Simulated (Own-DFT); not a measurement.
# Misfit strain and the stress it brings: diamond-structure SiGeSn with randomly placed atoms, 64 atoms (Ge48Si8Sn8)

Everything here is calculated. The program is Own-DFT (plane waves, in-house, since retired, never reviewed by a person); positions were held fixed, and spin and spin-orbit coupling were off.

Common settings: PBE; PseudoDojo norm-conserving scalar-relativistic files; cutoff 49 hartree; 3 x 3 x 3 k mesh centred on Gamma; Fermi-Dirac smearing of 0.1 eV.

Limits: forces on such cells moved up to 12 meV/angstrom on a denser k mesh; stress not checked against mesh or cutoff.

Unstrained cell vectors in Å: (11.467, 0.000, 0.000); (0.000, 11.467, 0.000); (0.000, 0.000, 11.467). The unstrained cell has measured lattice constants (interpolated for alloys), not those of this functional. That, the random moves and any unrelaxed bonds set the pressure at no strain. Each run strains x and y alike by e, as a substrate would, and holds the height along z. Random moves of width 0.05 Å per axis were added to every atom. The random placing of the alloy's atoms differs from row to row. Stress is positive in tension.

| e (%) | u (Å) | (s_xx + s_yy)/2 (GPa) | s_zz (GPa) |
|---|---|---|---|
| -3.00 | 0.050 | -11.01 | -9.23 |
| -2.75 | 0.049 | -10.38 | -8.56 |
| -2.50 | 0.050 | -9.71 | -8.30 |
| -1.75 | 0.049 | -8.18 | -7.20 |
| -0.75 | 0.051 | -6.55 | -5.76 |
| -0.50 | 0.054 | -6.22 | -5.66 |
| -0.25 | 0.053 | ? | ? |
| 0.25 | 0.049 | -4.47 | -4.40 |
| 2.00 | 0.052 | -1.90 | -2.88 |
| 2.50 | 0.055 | -1.26 | -2.63 |

## Worked fit

With e as a fraction, the in-plane stress is -5.1 + 172 e - 696 e² GPa (errors 3 and 189, scatter 0.17), and s_zz is -4.9 + 115 e - 928 e² GPa (slope ± 3, scatter 0.14). At e = 0 the first slope is C11 + C12 and the second 2 C12, both with the ions held to the strained lattice and at the cell's own pressure. The term in e² is negative: the layer stiffens under compression and softens under tension. A free layer would change its height as e changes, and the in-plane slope would drop by 2 C12²/C11 to the biaxial modulus. At fixed height, a misfit of 1 % moves the in-plane stress by about 1.7 GPa and s_zz by 1.1 GPa.

## Test on the hidden row

Q: what are the two stresses at e = -0.25 %?

The fit gives -5.5 and -5.2 GPa. Computed: -5.46 and -5.26 GPa.
